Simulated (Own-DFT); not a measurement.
# Strain and stress in wurtzite AlGaN with randomly placed atoms, 72 atoms (Al9Ga27N36)

Calculated results; nothing here was measured. The program, named Own-DFT, is a retired in-house plane-wave density functional code that no person has reviewed. Each row is one single-point run on a periodic cell that was not relaxed, without spin or spin-orbit coupling.

Settings of every run: PBE; PseudoDojo norm-conserving scalar-relativistic files (stringent for Ga); cutoff 96 hartree; 4 x 4 x 3 k mesh centred on Gamma; Gaussian smearing of 0.01 eV.

Known limits: forces on such cells passed a denser k mesh, each cell not checked; stress not checked against mesh or cutoff.

Unstrained cell vectors in Å: (9.509, 0.000, 0.000); (-4.755, 8.235, 0.000); (0.000, 0.000, 10.269). The unstrained cell has measured lattice constants (interpolated for alloys), not those of this functional. That, the random moves and any unrelaxed bonds set the pressure at no strain. Each run strains this cell uniformly, with the atoms carried along. Every atom was also moved at random, by a Gaussian of width 0.05 Å on each axis. The random placing of the alloy's atoms differs from row to row. Strain is the symmetric tensor, in per cent. Stress is positive in tension, and the pressure is minus a third of its trace.

```
run,e_xx (%),e_yy (%),e_zz (%),s_xx (GPa),s_yy (GPa),s_zz (GPa),P (GPa),E (meV/atom)
1,0.00,0.00,3.00,-5.54,-5.80,6.31,1.68,2.7
2,0.00,0.00,0.50,-6.84,-6.58,-4.24,5.89,5.0
3,0.00,0.00,2.75,-3.55,-5.63,2.47,2.24,14.3
4,0.00,0.00,2.00,-3.61,-5.66,0.01,3.09,0.6
5,0.00,0.00,2.25,-4.79,-4.99,1.79,2.66,0.0
6,0.00,0.00,1.75,-5.71,-5.82,0.93,3.53,6.2
7,0.00,0.00,-1.75,-8.16,-6.38,-17.30,10.61,20.8
8,0.00,0.00,0.75,-7.37,-5.75,-4.29,5.80,16.3
9,0.00,0.00,-0.50,?,?,?,?,?
```

E is the free energy for each atom above the lowest run shown.

## Worked fit

The change of volume is close to e_xx + e_yy + e_zz. A straight line through the runs shown gives P = 7.10 - 189 x (fractional change of volume) GPa, with an error of 7 on the slope and a scatter of 0.28 GPa. The strain isn't the same on all axes and the cell isn't cubic, so the slope belongs to this path and is not the bulk modulus.

## Withheld run

Question: what pressure should run 9 give? Its volume changes by -0.50 %.

The line gives 8.0 GPa. The calculation gave 7.56 GPa.
